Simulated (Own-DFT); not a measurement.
# Which defects push the lattice out? grey tin

No measurement is shown. These are fixed-geometry runs of a retired plane-wave code named Own-DFT, which no person has reviewed; spin and spin-orbit coupling are neglected.

Common settings: PBE; PseudoDojo norm-conserving scalar-relativistic files; cutoff 42 hartree; 3 x 3 x 3 k mesh centred on Gamma; cold (Marzari-Vanderbilt) smearing of 0.2 eV.

Keep in mind (not all hold for every row): not probed for a lower state with spin; forces on such cells moved up to 12 meV/angstrom on a denser k mesh; stress not checked against mesh or cutoff.

All runs share one cell, with vectors in Å (12.978, 0.000, 0.000); (0.000, 12.978, 0.000); (0.000, 0.000, 12.978) and a volume of 2185.9 Å³. u is the rms random offset of the atoms per axis. The defect's site can differ from row to row.

| cell | formula | u (Å) | P (GPa) |
|---|---|---|---|
| no defect | Sn64 | 0.0209 | 3.39 |
| no defect | Sn64 | 0.0213 | 3.38 |
| no defect | Sn64 | 0.0521 | 3.70 |
| one Sn vacancy | Sn63 | 0.0298 | 3.24 |
| one Sn vacancy | Sn63 | 0.0321 | 3.23 |
| one Sn vacancy | Sn63 | 0.0544 | 3.48 |
| two Sn vacancies | Sn62 | 0.0299 | 3.13 |
| two Sn vacancies | Sn62 | 0.0305 | ? |
| two Sn vacancies | Sn62 | 0.0506 | 3.36 |
| two Sn vacancies | Sn62 | 0.0528 | 3.38 |

## What the rows give

P = P0 + c u² + a shift for each defect gives P0 = 3.33 GPa, c = 130 ± 5 GPa/Å² and a scatter of 0.01 GPa. The shifts, and each times the cell's volume:

- one Sn vacancy: -0.23 ± 0.01 GPa, -3.1 eV
- two Sn vacancies: -0.32 ± 0.01 GPa, -4.3 eV (-2.2 eV for each of its 2 sites)

Positive is outwards. The product with the volume (160.2 GPa Å³ to the eV) is nearly free of the cell's size; divided by the bulk modulus at the cell's pressure it gives the volume that the defect adds. The atoms around the defects weren't relaxed, which would change these numbers.

## The run left out

Question: what pressure belongs in the blank (two Sn vacancies, u = 0.0305 Å)?

The fitted form gives 3.14 ± 0.02 GPa. The calculation gave 3.12 GPa.
